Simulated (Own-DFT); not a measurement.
# Device materials side by side: how hard are they to compress?

No measurement is shown. These are fixed-geometry runs of a retired plane-wave code named Own-DFT, which no person has reviewed; spin and spin-orbit coupling are neglected.

Known weak points (not all hold for every row): forces on such cells moved up to 12 meV/angstrom on a denser k mesh; forces not confirmed at this smearing and k mesh; k mesh not checked against a denser one; forces on such cells passed a denser k mesh, each cell not checked; stress not checked against mesh or cutoff.

All runs are PBE with PseudoDojo norm-conserving files; cutoff and k mesh are each material's own. Every cell starts from measured lattice constants and was given uniform random strains and small random moves of its atoms. Each triple is the change of volume in per cent, the rms move u in Å and the pressure in GPa.

- wurtzite AlN (Al64N64), 10.45 Å³/atom unstrained: (-1.79, 0.049, 9.76); (-0.92, 0.048, 7.71); (-0.71, 0.054, 7.48); (-0.42, 0.051, 6.57); (0.48, 0.051, 4.67); (2.08, 0.048, 0.99); (2.23, 0.052, 1.06)
- wurtzite GaN (Ga36N36), 11.42 Å³/atom unstrained: withheld
- diamond silicon (Si64), 20.02 Å³/atom unstrained: (-2.99, 0.051, 5.72); (-1.88, 0.046, 4.61); (-1.70, 0.051, 4.23); (0.04, 0.050, 2.70); (0.05, 0.044, 2.46); (1.82, 0.050, 1.00); (3.62, 0.049, -0.56)
- zincblende GaAs (As32Ga32), 22.58 Å³/atom unstrained: (-1.76, 0.052, 5.52); (-1.29, 0.049, 5.49); (-0.91, 0.054, 4.82); (1.20, 0.051, 3.10); (1.38, 0.051, 3.12); (2.42, 0.053, 2.34); (2.96, 0.048, 1.97)
- zincblende InP (In48P48), 25.27 Å³/atom unstrained: (-2.85, 0.050, 6.10); (-1.35, 0.048, 4.58); (-1.27, 0.047, 4.65); (0.72, 0.051, 3.11); (1.42, 0.050, 2.73); (2.68, 0.050, 1.90); (3.19, 0.048, 1.52)
- grey tin (Sn64), 34.15 Å³/atom unstrained: (-2.81, 0.044, 5.47); (-2.48, 0.050, 5.25); (-0.60, 0.046, 3.97); (-0.26, 0.054, 3.93); (0.50, 0.046, 3.44); (0.60, 0.048, 3.36); (1.33, 0.051, 2.94)

## Working it out

Fit a line to each set against the fractional change of volume; B is minus its slope, and u is nearly the same within a set. To take it to zero pressure, assume that B rises by 4 GPa for each GPa: B0 = B - 4 x (mean pressure). The bond length of an ideal tetrahedral crystal with the unstrained volume v is d = (√3/4)(8 v)^(1/3). Cohen's empirical rule reads B0 = (1971 - 220 L) d^(-3.5) GPa, with L = 0 for group IV crystals and SiC and 1 for III-V compounds.

```
                  material  L  d (Å)  B (GPa)  mean P (GPa)  B0 (GPa)  rule (GPa)
    wurtzite AlN (Al64N64)  1  1.893  220 ± 4           5.5   198 ± 4         188
    wurtzite GaN (Ga36N36)  1  1.950        ?             ?         ?         169
    diamond silicon (Si64)  0  2.352   95 ± 3           2.9    83 ± 3          99
zincblende GaAs (As32Ga32)  1  2.448   79 ± 3           3.8    64 ± 3          76
  zincblende InP (In48P48)  1  2.541   73 ± 3           3.5    59 ± 3          67
           grey tin (Sn64)  0  2.810   61 ± 2           4.1    45 ± 2          53
```

A line through ln[B0/(1971 - 220 L)] against ln d has a slope of -4.1 ± 0.2 and a scatter of 6 %. Against the rule, B0 stands at 106 % for wurtzite AlN, 84 % for diamond silicon, 83 % for zincblende GaAs, 88 % for zincblende InP, 84 % for grey tin. PBE tends to make silicon and heavier crystals too soft, and the rule itself is only a guide.

## The run left out

Question: what B0 does the fitted trend give for wurtzite GaN (Ga36N36)?

The straight line predicts 169 GPa. Its own runs give B = 195 ± 9 GPa at a mean pressure of 6.3 GPa, so B0 = 170 GPa.
